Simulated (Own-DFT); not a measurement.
# One host, several defects: zincblende InP

Everything here is calculated. The program is Own-DFT (plane waves, in-house, since retired, never reviewed by a person); positions were held fixed, and spin and spin-orbit coupling were off.

Common settings: PBE; PseudoDojo norm-conserving scalar-relativistic files; cutoff 36 hartree; 2 x 3 x 3 k mesh centred on Gamma; Fermi-Dirac smearing of 0.1 eV.

Known weak points (not all hold for every row): not probed for a lower state with spin; forces on such cells failed a check on a denser k mesh; forces not confirmed at this smearing and k mesh; stress not checked against mesh or cutoff.

All runs share one cell, with vectors in Å (17.606, 0.000, 0.000); (0.000, 11.737, 0.000); (0.000, 0.000, 11.737) and a volume of 2425.5 Å³. Atoms were moved at random from their sites; u is the rms move along one axis. The defect's site can differ from row to row.

```
                                      cell  formula   u (Å)  P (GPa)
                                 no defect  In48P48  0.0209     3.20
                                 no defect  In48P48  0.0216     3.20
                                 no defect  In48P48  0.0486     3.49
one In on a P site and one P on an In site  In48P48  0.0291     3.51
one In on a P site and one P on an In site  In48P48  0.0314     3.56
one In on a P site and one P on an In site  In48P48  0.0541     3.90
                  two P on an In site each  In46P50  0.0306     3.00
                  two P on an In site each  In46P50  0.0314     3.03
                  two P on an In site each  In46P50  0.0495        ?
                  two P on an In site each  In46P50  0.0508     3.29
```

## Working it out

P = P0 + c u² + a shift for each defect gives P0 = 3.11 GPa, c = 167 ± 8 GPa/Å² and a scatter of 0.02 GPa. The shifts, and each times the cell's volume:

- one In on a P site and one P on an In site: 0.28 ± 0.02 GPa, 4.2 eV
- two P on an In site each: -0.26 ± 0.02 GPa, -3.9 eV (-2.0 eV for each of its 2 sites)

Positive is outwards. The product with the volume (160.2 GPa Å³ to the eV) is nearly free of the cell's size; divided by the bulk modulus at the cell's pressure it gives the volume that the defect adds. The atoms around the defects weren't relaxed, which would change these numbers.

## Test on the hidden row

Q: what pressure belongs in the blank (two P on an In site each, u = 0.0495 Å)?

Estimate: 3.26 ± 0.02 GPa. The run itself gave 3.29 GPa.
